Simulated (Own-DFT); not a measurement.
# How strain changes the stress of wurtzite GaN, 96 atoms (Ga48N48)

All numbers below are calculated, not measured. They come from Own-DFT, an in-house plane-wave density functional program, since retired, whose code no person has reviewed. Each row is one single-point run on a periodic cell that was not relaxed, without spin or spin-orbit coupling.

Settings of every run: PBE; PseudoDojo norm-conserving scalar-relativistic files (stringent for Ga); cutoff 96 hartree; 3 x 4 x 3 k mesh centred on Gamma; Gaussian smearing of 0.01 eV.

Known limits: forces on such cells passed a denser k mesh, each cell not checked; stress not checked against mesh or cutoff.

Unstrained cell vectors in Å: (12.756, 0.000, 0.000); (-4.783, 8.285, 0.000); (0.000, 0.000, 10.370). The unstrained cell has measured lattice constants (interpolated for alloys), not those of this functional. That, the random moves and any unrelaxed bonds set the pressure at no strain. Each run strains this cell uniformly, with the atoms carried along. Every atom was also moved at random, by a Gaussian of width 0.05 Å on each axis. Strain is the symmetric tensor, in per cent. Stress is positive in tension, and the pressure is minus a third of its trace.

| run | e_xx (%) | e_yy (%) | e_zz (%) | e_yz (%) | e_xz (%) | e_xy (%) | s_xx (GPa) | s_yy (GPa) | s_zz (GPa) | s_yz (GPa) | s_xz (GPa) | s_xy (GPa) | P (GPa) | E (meV/atom) |
|---|---|---|---|---|---|---|---|---|---|---|---|---|---|---|
| 1 | 1.14 | -1.11 | -0.49 | 0.46 | 1.74 | -0.82 | -2.99 | -11.16 | -12.02 | 0.52 | 2.99 | -3.15 | 8.72 | 38.8 |
| 2 | -1.65 | -1.14 | 0.59 | 1.76 | 1.17 | 0.45 | -16.09 | -12.39 | -6.13 | 2.97 | 3.46 | 1.36 | 11.54 | 26.0 |
| 3 | 1.70 | -1.53 | 1.67 | -0.67 | -1.61 | 0.78 | -1.37 | -11.21 | 0.28 | -1.02 | -3.04 | 2.43 | 4.10 | 20.1 |
| 4 | -1.53 | -1.94 | 0.61 | 1.76 | -1.93 | -0.06 | -17.44 | -17.16 | -6.99 | 4.19 | -3.66 | 0.88 | 13.86 | 58.5 |
| 5 | 0.32 | 0.24 | -1.74 | -0.67 | -0.73 | -0.97 | -6.74 | -6.84 | -15.56 | -0.93 | -1.68 | -3.14 | 9.72 | 25.9 |
| 6 | 1.25 | -1.04 | 0.56 | -1.57 | 0.19 | 0.96 | -4.05 | -8.42 | -4.18 | -3.06 | 1.20 | 3.11 | 5.55 | 17.2 |
| 7 | -0.02 | -1.54 | 1.87 | 1.80 | -1.30 | -0.60 | -7.67 | -12.66 | 0.21 | 3.58 | -2.78 | -1.36 | 6.71 | 18.4 |
| 8 | -1.03 | 1.40 | -1.44 | -1.79 | 0.02 | -1.49 | -10.99 | -4.80 | -13.29 | -4.02 | -0.16 | -4.99 | 9.69 | 40.7 |
| 9 | 0.62 | 0.72 | 0.09 | 2.00 | 0.98 | 0.44 | -2.60 | -2.55 | -7.29 | 4.44 | 1.01 | 2.06 | 4.15 | 4.0 |
| 10 | 0.19 | -0.59 | 1.80 | 0.31 | 1.26 | -0.21 | -5.40 | -8.55 | -0.38 | 0.48 | 2.76 | -0.23 | 4.78 | 19.6 |
| 11 | -1.05 | -1.18 | -1.19 | -1.94 | -1.31 | 0.40 | -13.27 | -14.94 | -15.99 | -4.82 | -2.77 | 0.71 | 14.73 | 50.9 |
| 12 | 0.66 | -0.92 | 0.52 | -0.21 | 0.35 | -0.74 | -4.61 | -10.33 | -4.50 | -0.92 | 0.62 | -2.30 | 6.48 | 7.5 |
| 13 | -0.67 | 0.51 | 0.59 | -0.61 | 0.20 | -0.08 | -8.86 | -4.13 | -5.17 | -0.91 | 1.02 | 0.47 | 6.05 | 6.0 |
| 14 | 0.71 | 0.70 | 1.74 | 0.20 | -1.52 | 0.85 | -2.07 | -1.88 | 0.88 | 0.21 | -3.09 | 3.30 | 1.02 | 0.0 |
| 15 | -1.82 | -1.69 | 1.92 | 1.07 | 1.32 | -1.94 | -15.71 | -15.22 | -0.82 | 1.27 | 1.52 | -5.29 | 10.58 | 31.5 |
| 16 | -1.13 | 1.18 | 1.84 | 0.58 | 0.41 | -1.28 | -9.58 | -2.02 | 0.39 | 1.01 | 0.31 | -4.43 | 3.73 | 11.0 |
| 17 | -0.85 | 1.99 | 0.00 | 0.09 | 0.14 | -1.58 | ? | ? | ? | ? | ? | ? | ? | ? |

E is the free energy for each atom above the lowest run shown.

## Worked fit

Each stress component was fitted by least squares to a constant and the strains of the runs shown, as fractions, with shears doubled. Shear strains stay in the fit of a normal stress only where such slopes are resolved. The slopes, in GPa:

```
stress,at no strain,per e_xx,per e_yy,per e_zz,scatter
s_xx,-7.1,443 ± 18,140 ± 19,60 ± 17,0.80
s_yy,-7.2,120 ± 19,435 ± 20,83 ± 18,0.82
s_zz,-7.9,51 ± 21,63 ± 22,474 ± 20,0.91
```

Each shear stress against twice its own strain: yz 110 ± 5, xz 104 ± 7, xy 161 ± 9 GPa. These are stiffnesses along x, y and z of the frame in which the cell vectors are given, which need not be the crystal's axes. The atoms are held to the strained lattice; where symmetry lets them move under strain, relaxing them would lower some slopes. The table should be nearly symmetric about its diagonal, and what it lacks of that shows the noise. A ninth of its sum, 208 ± 5 GPa, estimates the bulk modulus near the mean pressure of these runs, 7.6 GPa, so it lies above the value at zero pressure.

## Withheld run

Question: what normal stresses and pressure should run 17 give?

The fit gives s_xx = -8.1, s_yy = 0.5, s_zz = -7.1 and P = 4.9 GPa. The calculation gave -9.47, -0.50, -5.70 and P = 5.22 GPa.
